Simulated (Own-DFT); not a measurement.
# Strain and stress in 3C SiC, 64 atoms (C32Si32)

These are calculations, not measurements. They come from Own-DFT, an in-house plane-wave density functional program, since retired, whose code no person has reviewed. Each row is one single-point run on a periodic cell that was not relaxed, without spin or spin-orbit coupling.

Settings of every run: PBE; PseudoDojo norm-conserving scalar-relativistic files; cutoff 42 hartree; 4 x 4 x 4 k mesh centred on Gamma; Fermi-Dirac smearing of 0.1 eV.

Known limits: forces on such cells passed a denser k mesh, each cell not checked; stress not checked against mesh or cutoff.

Unstrained cell vectors in Å: (8.719, 0.000, 0.000); (0.000, 8.719, 0.000); (0.000, 0.000, 8.719). The unstrained cell has measured lattice constants (interpolated for alloys), not those of this functional. That, the random moves and any unrelaxed bonds set the pressure at no strain. Each run strains this cell uniformly, with the atoms carried along. Every atom was also moved at random, by a Gaussian of width 0.05 Å on each axis. Strain is the symmetric tensor, in per cent. Stress is positive in tension, and the pressure is minus a third of its trace.

```
run  e_xx (%)  e_yy (%)  e_zz (%)  e_yz (%)  e_xz (%)  e_xy (%)  s_xx (GPa)  s_yy (GPa)  s_zz (GPa)  s_yz (GPa)  s_xz (GPa)  s_xy (GPa)  P (GPa)  E (meV/atom)
  1     -1.77      1.02      0.15      0.59      1.46      1.86      -11.23       -4.11       -6.67        2.97        7.61       10.98     7.34          35.2
  2     -1.08     -1.99      0.86     -1.92     -1.16      1.24      -11.68      -13.26       -6.58      -10.13       -6.58        7.04    10.51          31.9
  3     -1.28      1.90     -1.58      1.90     -0.43     -1.69      -11.66       -3.83      -11.80       12.70       -1.70       -9.07     9.10          71.0
  4      1.35     -1.59     -1.08      1.51      1.50      1.58       -4.96      -12.45      -11.20        8.86        6.40       11.10     9.54          54.0
  5      0.48     -0.10     -1.21     -1.32     -1.61      1.80       -6.63       -7.64       -9.87       -6.33       -8.88       10.16     8.05          38.1
  6     -0.58     -0.85      0.83      1.91     -0.71     -1.12       -8.52       -9.63       -5.15       10.14       -5.09       -5.03     7.77          50.6
  7      1.00     -0.14     -1.74     -0.78      0.39     -0.13       -3.95       -7.63      -10.96       -5.65        1.48       -1.88     7.51          24.8
  8      1.19      0.95     -0.45      0.93     -0.25      0.12       -0.55       -1.10       -4.06        4.53       -1.96        1.15     1.90          20.9
  9      0.41      1.40      1.50     -1.55     -0.71     -0.55       -0.61        1.52        2.10       -8.40       -4.14       -3.36    -1.00          34.4
 10      1.84      0.53     -1.62      0.28     -1.96      1.01       -0.13       -3.32       -8.39        0.19      -10.39        3.61     3.95          33.7
 11     -1.14      1.41     -0.82      0.79      1.10      1.59      -10.32       -3.01       -9.28        3.89        6.02       10.51     7.53          41.7
 12      0.44      1.04      0.73     -0.43     -1.48      1.37       -1.05       -0.24       -0.69       -1.99       -6.66        7.63     0.66          12.5
 13      1.08     -0.30      1.73     -0.82      1.27      0.63        0.54       -2.46        2.46       -4.56        6.10        3.21    -0.18           6.9
 14     -0.50      1.81      1.08     -0.72      0.82     -0.69       -2.87        2.74        0.29       -2.95        3.88       -3.73    -0.05           0.0
 15      1.02     -0.67      1.93      1.80      0.88     -1.13       -0.55       -4.84        1.49       10.55        5.26       -6.82     1.30          37.5
 16     -1.40      1.48     -1.29      1.18     -1.95      0.65      -11.41       -3.50      -11.00        7.29      -10.84        3.29     8.63          38.3
 17      1.82     -0.29      0.51      0.73     -0.64     -1.66        1.25       -3.98       -1.57        3.28       -2.18       -8.04     1.43          33.2
 18      1.23      1.93      0.02      0.87     -0.08     -0.03           ?           ?           ?           ?           ?           ?        ?             ?
```

E is the free energy for each atom above the lowest run shown.

## Worked fit

Each stress component was fitted by least squares to a constant and the strains of the runs shown, as fractions, with shears doubled. Shear strains stay in the fit of a normal stress only where such slopes are resolved. The slopes, in GPa:

```
stress  at no strain  per e_xx  per e_yy  per e_zz  scatter
  s_xx          -6.1  403 ± 13  148 ± 13  154 ± 12     0.57
  s_yy          -6.0  136 ± 14  390 ± 14  150 ± 12     0.62
  s_zz          -6.0  158 ± 10  145 ± 11   388 ± 9     0.47
```

Each shear stress against twice its own strain: yz 277 ± 12, xz 257 ± 9, xy 285 ± 13 GPa. These are stiffnesses along x, y and z of the frame in which the cell vectors are given, which need not be the crystal's axes. The atoms are held to the strained lattice; where symmetry lets them move under strain, relaxing them would lower some slopes. The table should be nearly symmetric about its diagonal, and what it lacks of that shows the noise. A ninth of its sum, 230 ± 7 GPa, estimates the bulk modulus near the mean pressure of these runs, 4.9 GPa, so it lies above the value at zero pressure.

## Withheld run

Question: what normal stresses and pressure should run 18 give?

The fit gives s_xx = 1.7, s_yy = 3.2, s_zz = -1.2 and P = -1.3 GPa. The calculation gave 1.82, 3.66, -1.13 and P = -1.45 GPa.
